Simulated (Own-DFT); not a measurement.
# How strain changes the stress of beta-Si3N4, 112 atoms (N64Si48)

The numbers are computed, not measured, by runs of the plane-wave DFT program Own-DFT (in-house, retired, unreviewed) at fixed positions, with no spin and no spin-orbit coupling.

Common settings: PBE; PseudoDojo norm-conserving scalar-relativistic files; cutoff 42 hartree; 2 x 2 x 4 k mesh centred on Gamma; Fermi-Dirac smearing of 0.1 eV.

Caveats (not all hold for every row): some atoms lie very close together; forces on such cells moved up to 12 meV/angstrom on a denser k mesh; stress not checked against mesh or cutoff.

Unstrained cell vectors in Å: (15.212, 0.000, 0.000); (-7.606, 13.174, 0.000); (0.000, 0.000, 5.818). The unstrained cell has measured lattice constants (interpolated for alloys), not those of this functional. That, the random moves and any unrelaxed bonds set the pressure at no strain. Each run strains this cell uniformly, with the atoms carried along. All atoms carry random offsets, Gaussian with a width of 0.05 Å per axis. Stress is counted positive in tension, P = -(s_xx + s_yy + s_zz)/3, and strain components are those of the symmetric tensor.

| run | e_xx (%) | e_yy (%) | e_zz (%) | e_yz (%) | e_xz (%) | e_xy (%) | s_xx (GPa) | s_yy (GPa) | s_zz (GPa) | s_yz (GPa) | s_xz (GPa) | s_xy (GPa) | P (GPa) | E (meV/atom) |
|---|---|---|---|---|---|---|---|---|---|---|---|---|---|---|
| 1 | -0.14 | -0.33 | -0.72 | -0.45 | 0.13 | -1.42 | -6.26 | -10.96 | -18.19 | 1.15 | 2.50 | -4.28 | 11.81 | 31.1 |
| 2 | -1.97 | -0.23 | -1.06 | -0.17 | -0.03 | 1.47 | -22.06 | -14.37 | -21.66 | 2.07 | 0.81 | 7.12 | 19.37 | 91.7 |
| 3 | -1.70 | 1.10 | 1.01 | 0.38 | 0.44 | 1.48 | -14.52 | -4.06 | -3.71 | 2.31 | 1.40 | 4.50 | 7.43 | 21.7 |
| 4 | 1.58 | -1.49 | 0.80 | -0.65 | -0.53 | 0.77 | 0.63 | -12.61 | -8.61 | -5.38 | -0.88 | 2.35 | 6.86 | 38.2 |
| 5 | -0.61 | 0.62 | 0.73 | -0.59 | 1.00 | -1.08 | -8.02 | -5.18 | -5.14 | -1.30 | 4.63 | -3.75 | 6.11 | 0.7 |
| 6 | -0.30 | -1.69 | -1.44 | 0.20 | -0.10 | 0.17 | -12.69 | -19.93 | -21.53 | 1.76 | -1.46 | 0.46 | 18.05 | 50.4 |
| 7 | 0.97 | -0.96 | 0.19 | 0.67 | 0.24 | 0.70 | -1.39 | -12.92 | -9.70 | 2.23 | 1.59 | 2.70 | 8.01 | 10.1 |
| 8 | -1.15 | -0.94 | 1.90 | 1.59 | -0.66 | 1.69 | -12.44 | -13.30 | 0.21 | 4.63 | -2.77 | 5.17 | 8.51 | 27.3 |
| 9 | 1.81 | 0.70 | 0.08 | -0.36 | 0.28 | 1.02 | 3.07 | 0.22 | -9.16 | -0.33 | 0.88 | 2.76 | 1.96 | 0.0 |
| 10 | 0.01 | -0.15 | -0.90 | 0.00 | -0.95 | -1.85 | -7.93 | -9.17 | -16.72 | 0.89 | -4.62 | -7.78 | 11.27 | 21.8 |
| 11 | -0.28 | 0.57 | -1.68 | -0.14 | 1.58 | -0.72 | -11.53 | -7.38 | -18.67 | 1.11 | 5.52 | -1.19 | 12.53 | 27.1 |
| 12 | -1.99 | -1.48 | 0.22 | -1.28 | -1.20 | -0.36 | -19.98 | -18.68 | -13.68 | -4.34 | -5.50 | -0.62 | 17.45 | 57.9 |
| 13 | -0.78 | -0.94 | -1.37 | 1.38 | -1.66 | -0.01 | -15.15 | -17.16 | -18.74 | 5.71 | -5.82 | -0.99 | 17.02 | 33.6 |
| 14 | -0.40 | 1.75 | 0.60 | -1.30 | 1.36 | -1.64 | -9.24 | 1.74 | -3.28 | -2.62 | 3.63 | -7.28 | 3.59 | 13.2 |
| 15 | 0.84 | 0.21 | -0.88 | 0.51 | -0.03 | -0.28 | -4.25 | -7.92 | -14.54 | 1.39 | 0.79 | -3.10 | 8.90 | 25.1 |
| 16 | -1.62 | 0.63 | -1.18 | 0.84 | 1.85 | -1.74 | -18.37 | -6.35 | -18.43 | 4.76 | 5.61 | -7.27 | 14.38 | 20.8 |
| 17 | 1.36 | 1.16 | 0.05 | 1.91 | -1.37 | -1.09 | -1.79 | 1.43 | -5.79 | 6.46 | -4.12 | -5.35 | 2.05 | 9.8 |
| 18 | -0.77 | 0.55 | -0.10 | -1.99 | -1.50 | 1.92 | ? | ? | ? | ? | ? | ? | ? | ? |

E is the free energy per atom, counted from the lowest run shown.

## Analysis

Each stress component was fitted by least squares to a constant and the strains of the runs shown, as fractions, with shears doubled. Shear strains stay in the fit of a normal stress only where such slopes are resolved. The slopes, in GPa:

```
stress  at no strain  per e_xx  per e_yy  per e_zz  scatter
  s_xx          -7.7  562 ± 31   47 ± 36  142 ± 37     1.51
  s_yy          -8.1  164 ± 20  580 ± 24  109 ± 25     1.01
  s_zz         -10.5   74 ± 33  180 ± 39  617 ± 40     1.63
```

The slope of each shear stress on twice its own strain, from a fit on all six strains: yz 162 ± 15, xz 180 ± 19, xy 193 ± 12 GPa. These are stiffnesses along x, y and z of the frame in which the cell vectors are given, with the crystal's c axis along z: C11, C12, C13 and C33. Hexagonal symmetry asks that xx and yy behave alike, which is a second check on the noise. No internal relaxation is included, and where it is allowed it would reduce some of the slopes. The table should be nearly symmetric about its diagonal, and what it lacks of that shows the noise. A ninth of the table's sum, 275 ± 7 GPa, estimates the bulk modulus near the mean pressure of these runs, 10.3 GPa, so it lies above the value at zero pressure.

## Check

The question: what normal stresses and pressure should run 18 give?

Estimate: s_xx = -12.0, s_yy = -6.2, s_zz = -10.7 and P = 9.6 GPa. The run itself gave -10.59, -6.05, -14.32 and P = 10.32 GPa.
